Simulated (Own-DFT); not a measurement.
# Computed records: Si12O23 (quartz with two neutral oxygen vacancies, atoms displaced)

Computed with Own-DFT development build. A calculation, not a measurement: plane-wave PBE and HSE06 DFT by an unreviewed code, no spin, of a simulated cell at Gamma alone, so results move with cell size and shape, stress positive in tension, energies less offsets, not probed for a lower state with spin; oxygen file: force components 24 meV/angstrom off all-electron in a glass; k mesh not checked against a denser one; forces and stress are PBE's, HSE06 gives the energy alone, and its difference from PBE has offsets of its own; offsets are fitted by least squares, one for each functional and potential file, so energies compare only between cells with the same atoms and settings and are not formation energies; the far tail of each file's local potential was reset to the Coulomb form; each entry is a single point on an unrelaxed cell, so the pressure reflects the starting lattice, mostly measured values (interpolated for alloys), from which strain is counted, and rises with the displacements; printed positions are rounded, which can move forces by about a meV/angstrom; the program, named Own-DFT, is a retired in-house code; no spin-orbit coupling.

Common to all runs: first functional PBE; second functional HSE06; exact exchange share 0.25; screening 0.11 1/bohr; exchange divergence Gygi-Baldereschi; potential files PseudoDojo norm-conserving, scalar-relativistic, made for PBE, standard set; wave cutoff 48 hartree; occupations fixed; k mesh 1 x 1 x 1 centred on Gamma.

(1) Si12O23 (quartz with two neutral oxygen vacancies, atoms displaced)

```
cell vectors (Å)
   9.8268     0.0000     0.0000
  -4.9134     8.5103     0.0000
   0.0000     0.0000    10.8104
atoms (fractions of the cell vectors)
Si  0.23864  0.00094  0.00239
Si  0.00266  0.23261  0.33397
Si  0.26245  0.26164  0.16737
O   0.19924  0.12949  0.05708
O   0.43090  0.28829  0.22908
O   0.36283  0.07442  0.39172
O   0.07665  0.37231  0.44132
O   0.13242  0.20324  0.27130
O   0.29307  0.42907  0.10454
Si  0.23345  0.00630  0.50429
Si  0.99849  0.23683  0.83463
Si  0.26823  0.27033  0.66987
O   0.20657  0.13110  0.55936
O   0.42429  0.29594  0.72286
O   0.36290  0.07431  0.89153
O   0.07643  0.36768  0.94205
O   0.12901  0.20781  0.78141
O   0.29451  0.42772  0.61048
Si  0.23716  0.50049  0.99741
Si  0.99805  0.73490  0.33782
Si  0.26546  0.76827  0.16431
O   0.20195  0.63648  0.05979
O   0.42420  0.79718  0.23010
O   0.36691  0.57548  0.39493
O   0.07102  0.86919  0.44605
O   0.12666  0.70268  0.27715
O   0.29238  0.93039  0.10532
Si  0.22848  0.49460  0.49828
Si  0.98933  0.72992  0.83233
Si  0.26372  0.76642  0.66768
O   0.21141  0.63738  0.55520
O   0.42695  0.79051  0.72300
O   0.37039  0.57177  0.89492
O   0.07592  0.86767  0.94038
O   0.13511  0.70590  0.77105
O   0.28228  0.92073  0.61028
Si  0.73656  0.99841  0.00299
Si  0.50653  0.23355  0.32851
Si  0.76087  0.26134  0.16784
O   0.70841  0.13121  0.06197
O   0.92209  0.29193  0.22670
O   0.86167  0.06886  0.38921
O   0.57671  0.36882  0.44076
O   0.63439  0.20982  0.27597
O   0.80116  0.42537  0.10773
Si  0.73411  0.99281  0.50353
Si  0.50070  0.23138  0.83563
Si  0.76645  0.26730  0.66341
O   0.69650  0.12813  0.55581
O   0.92569  0.29012  0.72615
O   0.86468  0.07310  0.89371
O   0.56599  0.36348  0.93947
O   0.63690  0.20970  0.76792
O   0.79600  0.42504  0.61078
Si  0.73918  0.49582  0.99851
Si  0.50161  0.73472  0.32893
Si  0.76569  0.76337  0.16430
O   0.71020  0.63923  0.06265
O   0.92666  0.79101  0.22509
O   0.86851  0.57245  0.39041
O   0.57490  0.86510  0.43697
O   0.63229  0.70633  0.27417
O   0.79607  0.92885  0.10639
Si  0.73341  0.50406  0.49863
Si  0.50177  0.73630  0.83526
Si  0.77148  0.77311  0.66712
O   0.70425  0.63126  0.56213
O   0.86857  0.57594  0.89712
O   0.57156  0.86332  0.94077
O   0.62989  0.70464  0.77023
```

Results for Si12O23 (quartz with two neutral oxygen vacancies, atoms displaced): PBE energy of cell above offsets -21.068 eV; HSE06 less PBE above offsets 0.126 eV; PBE pressure 6.88 GPa; PBE stress xx -7.32 GPa; PBE stress yy -7.58 GPa; PBE stress zz -5.75 GPa; PBE stress yz 0.03 GPa; PBE stress xz 1.64 GPa; PBE stress xy -0.47 GPa.

Force:
```tsv
element	x (eV/Å)	y (eV/Å)	z (eV/Å)
Si	-2.609	0.186	-2.264
Si	-2.311	0.611	-0.046
Si	1.789	1.289	-1.524
O	-0.04	1.067	0.878
O	-3.368	0.957	-3.15
O	0.4	0.067	0.207
O	-2.751	-4.648	-2.707
O	-0.197	-0.322	0.96
O	1.327	-1.458	1.829
Si	3.364	-3.48	-2.401
Si	-0.828	-0.21	0.997
Si	-2.74	-2.429	-0.223
O	-3.256	4.4	2.96
O	3.857	-0.304	2.516
O	0.617	-0.602	-0.159
O	-1.26	-0.501	-0.284
O	3.33	-0.104	-2.317
O	-1.093	1.087	-1.186
Si	-1.316	1.402	1.086
Si	0.264	1.94	-0.596
Si	-1.336	-0.957	2.268
O	0.98	-1.247	-1.237
O	-0.001	0.406	-0.904
O	0.294	-0.514	-0.517
O	-0.659	-0.738	-0.623
O	2.18	0.752	-1.729
O	1.925	-0.681	2.208
Si	3.474	4.629	2.47
Si	1.262	3.939	-2.541
Si	1.721	-1.422	-1.623
O	-0.472	0.019	0.521
O	0.436	0.205	0.82
O	0.327	0.267	-0.67
O	-0.492	-0.966	-0.751
O	-2.882	-0.901	2.29
O	-0.379	2.218	-0.692
Si	-0.747	-0.132	-1.612
Si	-3.904	-0.114	5.395
Si	1.258	0.042	0.004
O	-1.061	-0.004	-0.22
O	2.01	-0.127	1.314
O	0.623	0.309	0.424
O	-0.677	-1.475	-1.098
O	3.855	-1.166	-1.469
O	-1.237	0.984	-1.104
Si	0.585	-0.437	0.862
Si	-0.542	0.795	-3.122
Si	1.286	-2.367	-0.485
O	0.771	0.266	0.569
O	-0.331	0.375	-0.682
O	-0.063	-0.15	-0.094
O	1.29	1.793	1.513
O	-1.781	-0.781	2.109
O	-1.727	3.431	-2.498
Si	-2.926	0.077	2.366
Si	-1.639	-0.522	1.967
Si	-0.266	2.102	2.848
O	1.191	-4.334	-3.678
O	0.162	0.389	0.412
O	-1.14	-1.66	1.437
O	-0.333	0.06	0.296
O	1.932	-0.227	-1.348
O	0.871	-0.647	1.262
Si	2.548	-1.086	0.692
Si	-0.844	-0.792	-1.849
Si	0.58	0.816	-0.036
O	-0.489	1.191	0.531
O	0.284	-2.174	-0.049
O	0.208	1.498	1.47
O	0.699	0.116	0.003
```

(2) Si12O23 (quartz with two neutral oxygen vacancies, atoms displaced)

```
cell vectors (Å)
   9.8268     0.0000     0.0000
  -4.9134     8.5103     0.0000
   0.0000     0.0000    10.8104
atoms (fractions of the cell vectors)
Si  0.24121  0.00363  0.99784
Si  0.99782  0.23182  0.33379
Si  0.26772  0.26891  0.16746
O   0.20617  0.13170  0.05946
O   0.42824  0.29557  0.22593
O   0.36540  0.07559  0.39481
O   0.13570  0.21047  0.27252
O   0.29016  0.42922  0.10822
Si  0.24041  0.00375  0.49828
Si  0.99873  0.23253  0.83540
Si  0.26202  0.26372  0.67415
O   0.20447  0.13169  0.55721
O   0.42573  0.29145  0.72233
O   0.36166  0.07130  0.89198
O   0.07422  0.36704  0.93808
O   0.13402  0.20358  0.77294
O   0.29673  0.42755  0.60930
Si  0.23455  0.49858  0.99978
Si  0.00005  0.73431  0.33586
Si  0.26952  0.76937  0.16769
O   0.20344  0.63010  0.05806
O   0.42619  0.79333  0.22607
O   0.36577  0.57272  0.38840
O   0.07769  0.86753  0.44022
O   0.12619  0.69760  0.27203
O   0.29388  0.92158  0.10397
Si  0.23121  0.49338  0.49840
Si  0.00234  0.73688  0.83083
Si  0.26081  0.76588  0.66972
O   0.21262  0.63653  0.56180
O   0.42932  0.79287  0.72470
O   0.36627  0.57215  0.88925
O   0.07936  0.86647  0.94058
O   0.13548  0.70717  0.77414
O   0.29112  0.92279  0.60677
Si  0.72987  0.99465  0.00099
Si  0.49900  0.23516  0.33016
Si  0.76668  0.26714  0.17225
O   0.70750  0.13329  0.06215
O   0.92159  0.29390  0.22123
O   0.57309  0.36815  0.43912
O   0.63100  0.20557  0.27610
O   0.79273  0.42908  0.11060
Si  0.73363  0.99579  0.50042
Si  0.50134  0.22918  0.83833
Si  0.76569  0.26067  0.66161
O   0.70499  0.13011  0.55677
O   0.92521  0.29185  0.72199
O   0.87010  0.07639  0.89409
O   0.57226  0.36525  0.93818
O   0.64166  0.20533  0.77168
O   0.79573  0.43033  0.60730
Si  0.72883  0.49914  0.99743
Si  0.50596  0.74135  0.33237
Si  0.76723  0.76535  0.16794
O   0.70929  0.63991  0.05636
O   0.92067  0.79102  0.22385
O   0.87148  0.58255  0.39496
O   0.57330  0.86514  0.43774
O   0.63635  0.70820  0.27223
O   0.79785  0.92860  0.10491
Si  0.72913  0.49568  0.49583
Si  0.50115  0.73489  0.82549
Si  0.76495  0.76167  0.66390
O   0.70437  0.63504  0.56417
O   0.93058  0.79830  0.72482
O   0.86632  0.57415  0.89389
O   0.57153  0.86138  0.93894
O   0.64087  0.71237  0.77211
O   0.79555  0.92493  0.60950
```

Results for Si12O23 (quartz with two neutral oxygen vacancies, atoms displaced): PBE energy of cell above offsets -21.333 eV; HSE06 less PBE above offsets 0.023 eV; PBE pressure 7.24 GPa; PBE stress xx -8.62 GPa; PBE stress yy -6.43 GPa; PBE stress zz -6.66 GPa; PBE stress yz 0.01 GPa; PBE stress xz 0.42 GPa; PBE stress xy -1.44 GPa.

Force:
```tsv
element	x (eV/Å)	y (eV/Å)	z (eV/Å)
Si	-2.101	-2.179	2.44
Si	-1.204	0.722	2.494
Si	-0.6	-0.611	-1.355
O	-0.025	0.995	0.645
O	0.129	0.465	-0.516
O	1.854	0.996	-2.188
O	0.008	-0.732	0.21
O	1.192	-0.56	0.8
Si	-1.765	-1.253	2.309
Si	-0.086	1.348	-2
Si	1.517	0.218	-4.575
O	-0.458	1.149	1.196
O	2.681	-0.475	2.223
O	2.016	0.525	-1.808
O	-0.316	-0.093	0.151
O	-2.509	-1.09	2.702
O	-0.197	0.007	-0.001
Si	-0.155	1.333	-1.302
Si	0.426	2.575	-2.409
Si	-1.494	-3.842	-0.368
O	-0.256	1.296	0.951
O	1.295	0.754	0.336
O	0.433	0.487	0.001
O	-0.384	0.068	-0.155
O	0.963	0.692	-0.635
O	-0.547	2.463	-0.654
Si	-0.827	-0.557	-1.074
Si	-0.98	-0.283	1.191
Si	2.795	-0.644	-1.42
O	-0.099	-0.944	-0.701
O	-1.806	0.931	-1.618
O	0.132	-0.198	0.085
O	-0.469	-0.208	-0.295
O	-0.735	-0.85	1.347
O	-0.303	1.701	-0.469
Si	0.589	1.43	-0.553
Si	-0.368	-0.042	1.494
Si	-3.666	-0.681	-3.33
O	-0.481	-0.103	0.035
O	5.214	0.398	2.851
O	-1.427	-1.647	-1.204
O	0.791	-0.44	-0.012
O	-0.974	0.237	-0.747
Si	2.207	1.478	-1.004
Si	0.403	1.081	-4.288
Si	-0.599	1.917	0.127
O	-0.657	-0.325	-0.612
O	2.183	-0.06	1.046
O	-1.173	-2.225	1.126
O	-0.872	-0.439	0.419
O	-2.609	-0.568	1.875
O	-0.221	-0.572	-0.648
Si	2.209	1.465	1.743
Si	-0.887	-3.506	-1.057
Si	-1.997	0.258	-2.35
O	-0.34	-0.953	-0.489
O	4.171	0.463	2.463
O	-1.717	-3.451	1.586
O	-0.239	1.504	1.606
O	-0.726	-0.345	0.855
O	0.119	-0.157	0.68
Si	1.706	2.942	2.501
Si	0.766	-1.108	2.411
Si	1.121	1.812	2.174
O	0.759	-3.573	-3.528
O	0.396	-0.07	-0.044
O	0.118	0.082	-0.5
O	-0.341	0.111	-0.012
O	-0.727	-0.725	1.064
O	-0.861	1.605	-1.214
```

(3) Si12O23 (quartz with two neutral oxygen vacancies, atoms displaced)

```
cell vectors (Å)
   9.8268     0.0000     0.0000
  -4.9134     8.5103     0.0000
   0.0000     0.0000    10.8104
atoms (fractions of the cell vectors)
Si  0.23196  0.00234  0.99896
Si  0.99693  0.23587  0.32989
Si  0.26314  0.26165  0.16555
O   0.21177  0.13182  0.06476
O   0.43187  0.29243  0.22781
O   0.36406  0.07292  0.39325
O   0.07596  0.36402  0.44335
O   0.14094  0.21387  0.27119
O   0.29892  0.42940  0.10881
Si  0.23904  0.00498  0.50452
Si  0.99628  0.23361  0.82775
Si  0.26180  0.25245  0.66373
O   0.20188  0.13165  0.55885
O   0.43555  0.30254  0.72517
O   0.36463  0.07446  0.89325
O   0.07470  0.37074  0.93713
O   0.13383  0.20671  0.77849
O   0.29187  0.42548  0.60717
Si  0.23631  0.50426  0.00330
Si  0.99910  0.73673  0.33421
Si  0.27286  0.76659  0.16850
O   0.20644  0.63284  0.06293
O   0.42868  0.79128  0.22616
O   0.36792  0.57715  0.39151
O   0.07873  0.87312  0.43888
O   0.13167  0.71010  0.27824
O   0.29247  0.92501  0.10631
Si  0.23449  0.50501  0.50327
Si  0.00106  0.73205  0.83431
Si  0.26368  0.76694  0.66698
O   0.20588  0.63354  0.55472
O   0.42401  0.78729  0.72943
O   0.37022  0.57304  0.89297
O   0.08171  0.87005  0.93714
O   0.13447  0.70412  0.77271
O   0.29847  0.93261  0.60969
Si  0.73810  0.00019  0.00079
Si  0.49801  0.22689  0.33049
Si  0.76681  0.26625  0.17119
O   0.70406  0.12719  0.05562
O   0.92500  0.29252  0.22280
O   0.86236  0.07197  0.39382
O   0.57610  0.36916  0.44138
O   0.63663  0.21500  0.27775
O   0.79211  0.42704  0.10681
Si  0.73897  0.00503  0.50006
Si  0.49535  0.22858  0.83474
Si  0.76521  0.26034  0.66730
O   0.70080  0.12431  0.56318
O   0.92807  0.29731  0.72526
O   0.86461  0.06952  0.89330
O   0.57528  0.37083  0.94481
O   0.62702  0.19936  0.77567
O   0.79328  0.42399  0.60711
Si  0.73289  0.49527  0.00212
Si  0.50376  0.73476  0.33015
Si  0.76450  0.76782  0.16513
O   0.70812  0.63477  0.06125
O   0.92007  0.78700  0.22815
O   0.86197  0.57094  0.39324
O   0.57277  0.86749  0.43583
O   0.63330  0.70115  0.27736
O   0.79227  0.92813  0.10626
Si  0.73482  0.49989  0.50219
Si  0.49385  0.73007  0.83723
Si  0.76372  0.76514  0.66225
O   0.70386  0.63059  0.56074
O   0.85566  0.56720  0.89545
O   0.56856  0.86710  0.93945
O   0.79295  0.92907  0.60347
```

Results for Si12O23 (quartz with two neutral oxygen vacancies, atoms displaced): PBE energy of cell above offsets -20.242 eV; HSE06 less PBE above offsets 0.017 eV; PBE pressure 7.86 GPa; PBE stress xx -8.63 GPa; PBE stress yy -7.6 GPa; PBE stress zz -7.36 GPa; PBE stress yz 0.03 GPa; PBE stress xz 0.62 GPa; PBE stress xy 1.35 GPa.

Force:
```tsv
element	x (eV/Å)	y (eV/Å)	z (eV/Å)
Si	3.073	-0.818	1.217
Si	2.122	0.112	1.829
Si	2.606	3.058	0.611
O	-1.431	-0.059	-0.927
O	-1.963	0.081	-1.674
O	0.252	-0.779	0.33
O	-0.98	-0.983	-1.149
O	-2.96	-1.128	2.237
O	-0.299	0.02	-0.419
Si	0.171	-1.922	-2.021
Si	0.792	0.164	2.944
Si	-0.763	5.565	3.224
O	-0.606	-1.234	-1.356
O	-0.926	-1.175	-0.192
O	-0.539	-1.51	0.426
O	-0.108	-0.356	-0.105
O	1.459	-0.497	-1.321
O	0.418	-1.132	0.632
Si	1.23	-2.084	-1.307
Si	-0.618	-0.485	1.075
Si	-3.522	-0.015	0.471
O	-0.767	0.595	0.185
O	0.777	0.85	-0.58
O	-0.741	-1.111	0.808
O	-0.483	-0.212	0.507
O	2.766	-0.051	-1.764
O	-0.044	0.435	-0.244
Si	3.251	-2.277	-2.067
Si	-3.272	-0.615	-1.497
Si	1.946	-0.721	-0.845
O	-2.325	3.29	2.191
O	-1.866	0.714	-1.685
O	-1.443	-3.159	2.004
O	-1.727	-1.683	-0.524
O	-0.34	-0.772	0.768
O	0.166	0.043	0.501
Si	-1.739	-1.472	-1.926
Si	-1.93	3.19	2.913
Si	-2.511	-1	-3.547
O	-1.513	3.161	2.741
O	2	0.537	0.64
O	1.766	1.843	-2.477
O	-0.933	-2.195	-1.16
O	3.259	-1.117	-1.055
O	1.559	-1.2	1.84
Si	-1.729	-3.268	-0.967
Si	0.508	3.984	-0.002
Si	-2.628	0.359	0.089
O	-1.305	1.792	0.796
O	0.238	0.228	-0.526
O	1.011	1.061	-1.388
O	-2.026	-3.576	-2.143
O	1.695	0.12	-0.909
O	0.502	-0.331	0.574
Si	-1.29	2.014	1.161
Si	-0.404	-0.275	1.897
Si	-0.062	-1.715	1.024
O	-0.144	-0.296	-0.523
O	0.278	1.038	-0.373
O	0.955	0.987	-0.474
O	0.487	1.273	0.865
O	1.383	0.319	-1.329
O	1.022	-0.074	1.287
Si	0.205	-0.85	-0.427
Si	4.186	2.503	-2.595
Si	-0.246	-0.09	4.672
O	-0.453	0.041	-0.649
O	2.672	2.089	-2.188
O	0.552	0.805	1.12
O	1.331	-0.036	0.755
```
